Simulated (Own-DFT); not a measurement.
# Strain and stress in grey tin, 32 atoms (Sn32)

All numbers below are calculated, not measured. The program, named Own-DFT, is a retired in-house plane-wave density functional code that no person has reviewed. Each row is one single-point run on a periodic cell that was not relaxed, without spin or spin-orbit coupling.

Settings of every run: PBE; PseudoDojo norm-conserving scalar-relativistic files; cutoff 42 hartree; 3 x 3 x 5 k mesh centred on Gamma; cold (Marzari-Vanderbilt) smearing of 0.2 eV.

Known limits: forces on such cells failed a check on a denser k mesh; stress not checked against mesh or cutoff.

Unstrained cell vectors in Å: (12.978, 0.000, 0.000); (0.000, 12.978, 0.000); (0.000, 0.000, 6.489). The unstrained cell has measured lattice constants (interpolated for alloys), not those of this functional. That, the random moves and any unrelaxed bonds set the pressure at no strain. Each run strains this cell uniformly, with the atoms carried along. Every atom was also moved at random, by a Gaussian of width 0.05 Å on each axis. Strain is the symmetric tensor, in per cent. Stress is positive in tension, and the pressure is minus a third of its trace.

| run | e_xx (%) | e_yy (%) | e_zz (%) | s_xx (GPa) | s_yy (GPa) | s_zz (GPa) | P (GPa) | E (meV/atom) |
|---|---|---|---|---|---|---|---|---|
| 1 | -3.00 | -3.00 | 0.00 | -7.58 | -7.56 | -6.69 | 7.28 | 91.5 |
| 2 | -0.75 | -0.75 | 0.00 | -4.49 | -4.42 | -4.29 | 4.40 | 31.8 |
| 3 | -1.75 | -1.75 | 0.00 | -5.80 | -5.80 | -5.30 | 5.64 | 55.8 |
| 4 | -0.25 | -0.25 | 0.00 | -3.88 | -3.83 | -3.79 | 3.83 | 21.3 |
| 5 | -2.25 | -2.25 | 0.00 | -6.36 | -6.56 | -5.92 | 6.28 | 71.0 |
| 6 | 1.50 | 1.50 | 0.00 | -2.06 | -1.99 | -2.45 | 2.17 | 3.1 |
| 7 | 2.00 | 2.00 | 0.00 | -1.61 | -1.54 | -2.04 | 1.73 | 0.0 |
| 8 | 0.50 | 0.50 | 0.00 | ? | ? | ? | ? | ? |

E is the free energy for each atom above the lowest run shown.

## Worked fit

The change of volume is close to e_xx + e_yy + e_zz. A straight line through the runs shown gives P = 3.78 - 55 x (fractional change of volume) GPa, with an error of 2 on the slope and a scatter of 0.19 GPa. The strain isn't the same on all axes, but the crystal is cubic, so the slope still estimates the bulk modulus, averaged over pressures from 1.7 to 7.3 GPa.

## Withheld run

Question: what pressure should run 8 give? Its volume changes by 1.00 %.

The line gives 3.2 GPa. The calculation gave 3.03 GPa.
